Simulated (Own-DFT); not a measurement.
# Strain and stress in wurtzite GaN, 96 atoms (Ga48N48)

All numbers below are calculated, not measured. The program, named Own-DFT, is a retired in-house plane-wave density functional code that no person has reviewed. Each row is one single-point run on a periodic cell that was not relaxed, without spin or spin-orbit coupling.

Settings of every run: PBE; PseudoDojo norm-conserving scalar-relativistic files (stringent for Ga); cutoff 96 hartree; 3 x 4 x 3 k mesh centred on Gamma; Gaussian smearing of 0.01 eV.

Known limits: forces on such cells passed a denser k mesh, each cell not checked; stress not checked against mesh or cutoff.

Unstrained cell vectors in Å: (12.756, 0.000, 0.000); (-4.783, 8.285, 0.000); (0.000, 0.000, 10.370). The unstrained cell has measured lattice constants (interpolated for alloys), not those of this functional. That, the random moves and any unrelaxed bonds set the pressure at no strain. Each run strains this cell uniformly, with the atoms carried along. Every atom was also moved at random, by a Gaussian of width 0.05 Å on each axis. Strain is the symmetric tensor, in per cent. Stress is positive in tension, and the pressure is minus a third of its trace.

| run | e_xx (%) | e_yy (%) | e_zz (%) | e_yz (%) | e_xz (%) | e_xy (%) | s_xx (GPa) | s_yy (GPa) | s_zz (GPa) | s_yz (GPa) | s_xz (GPa) | s_xy (GPa) | P (GPa) | E (meV/atom) |
|---|---|---|---|---|---|---|---|---|---|---|---|---|---|---|
| 1 | -1.81 | -0.34 | -0.46 | -1.73 | 1.56 | -1.58 | -18.66 | -11.00 | -11.84 | -3.59 | 2.17 | -6.89 | 13.83 | 57.1 |
| 2 | 0.13 | -1.67 | -0.94 | 0.24 | -0.75 | -1.15 | -8.55 | -14.49 | -12.86 | 1.22 | -0.79 | -3.14 | 11.96 | 15.9 |
| 3 | -0.74 | 1.31 | -1.89 | -0.02 | -1.54 | -1.88 | -10.40 | -3.87 | -16.99 | -0.25 | -3.14 | -5.47 | 10.42 | 33.4 |
| 4 | -1.02 | 1.83 | -0.81 | -0.90 | 1.53 | 0.38 | -11.15 | -1.31 | -10.37 | -1.80 | 3.45 | 1.31 | 7.61 | 17.3 |
| 5 | -1.11 | 0.67 | 0.14 | -0.42 | 0.72 | -1.98 | -12.91 | -6.33 | -5.86 | -0.76 | 0.87 | -7.52 | 8.37 | 22.1 |
| 6 | -1.82 | 0.30 | -0.08 | 1.77 | -1.61 | -1.40 | -14.61 | -8.30 | -9.20 | 3.49 | -4.26 | -4.23 | 10.70 | 27.4 |
| 7 | 0.09 | -1.13 | 0.47 | -0.15 | -1.52 | 1.74 | -7.98 | -11.77 | -5.75 | -0.91 | -2.71 | 5.23 | 8.50 | 12.1 |
| 8 | -1.77 | 0.37 | -0.14 | 0.16 | 1.83 | -0.11 | -15.04 | -7.85 | -8.50 | 0.54 | 3.78 | -0.06 | 10.46 | 20.3 |
| 9 | 0.38 | -1.59 | 1.56 | -1.16 | -0.17 | 1.12 | -5.69 | -11.44 | -2.16 | -2.10 | -0.25 | 3.50 | 6.43 | 0.0 |
| 10 | -0.41 | -1.40 | 1.15 | -1.34 | -1.95 | -1.93 | -10.92 | -12.10 | -4.25 | -3.25 | -4.61 | -7.20 | 9.09 | 28.1 |
| 11 | -0.23 | -1.96 | 1.23 | 0.75 | 0.54 | 0.38 | -10.30 | -14.97 | -3.48 | 1.65 | 0.41 | 1.77 | 9.58 | 25.7 |
| 12 | 0.37 | -1.42 | 1.63 | -1.85 | 1.83 | 0.77 | -6.89 | -13.90 | -0.01 | -4.36 | 3.69 | 3.00 | 6.93 | 33.1 |
| 13 | 0.64 | 1.08 | 1.95 | -0.69 | 1.00 | -1.96 | -3.14 | -0.71 | 0.87 | -1.52 | 2.45 | -6.11 | 0.99 | 12.2 |
| 14 | -1.24 | 0.64 | 1.52 | -0.04 | 0.82 | 0.71 | -12.19 | -4.17 | -0.54 | 0.04 | 1.96 | 1.56 | 5.63 | 9.4 |
| 15 | -0.19 | 0.90 | -1.90 | -0.27 | 0.10 | 1.10 | -8.51 | -5.37 | -16.18 | 0.64 | -0.24 | 3.97 | 10.02 | 31.2 |
| 16 | -0.13 | 1.45 | -0.76 | 1.38 | -1.00 | 1.67 | ? | ? | ? | ? | ? | ? | ? | ? |

E is the free energy for each atom above the lowest run shown.

## Worked fit

Each stress component was fitted by least squares to a constant and the strains of the runs shown, as fractions, with shears doubled. Shear strains stay in the fit of a normal stress only where such slopes are resolved. The slopes, in GPa:

```
stress,at no strain,per e_xx,per e_yy,per e_zz,scatter
s_xx,-7.6,481 ± 32,94 ± 22,37 ± 21,0.89
s_yy,-7.4,98 ± 30,416 ± 21,71 ± 20,0.83
s_zz,-7.9,30 ± 31,55 ± 22,462 ± 21,0.87
```

Each shear stress against twice its own strain: yz 112 ± 8, xz 104 ± 7, xy 163 ± 6 GPa. These are stiffnesses along x, y and z of the frame in which the cell vectors are given, which need not be the crystal's axes. The atoms are held to the strained lattice; where symmetry lets them move under strain, relaxing them would lower some slopes. The table should be nearly symmetric about its diagonal, and what it lacks of that shows the noise. A ninth of its sum, 194 ± 7 GPa, estimates the bulk modulus near the mean pressure of these runs, 8.7 GPa, so it lies above the value at zero pressure.

## Withheld run

Question: what normal stresses and pressure should run 16 give?

The fit gives s_xx = -7.1, s_yy = -2.0, s_zz = -10.7 and P = 6.6 GPa. The calculation gave -6.13, -2.28, -10.50 and P = 6.30 GPa.
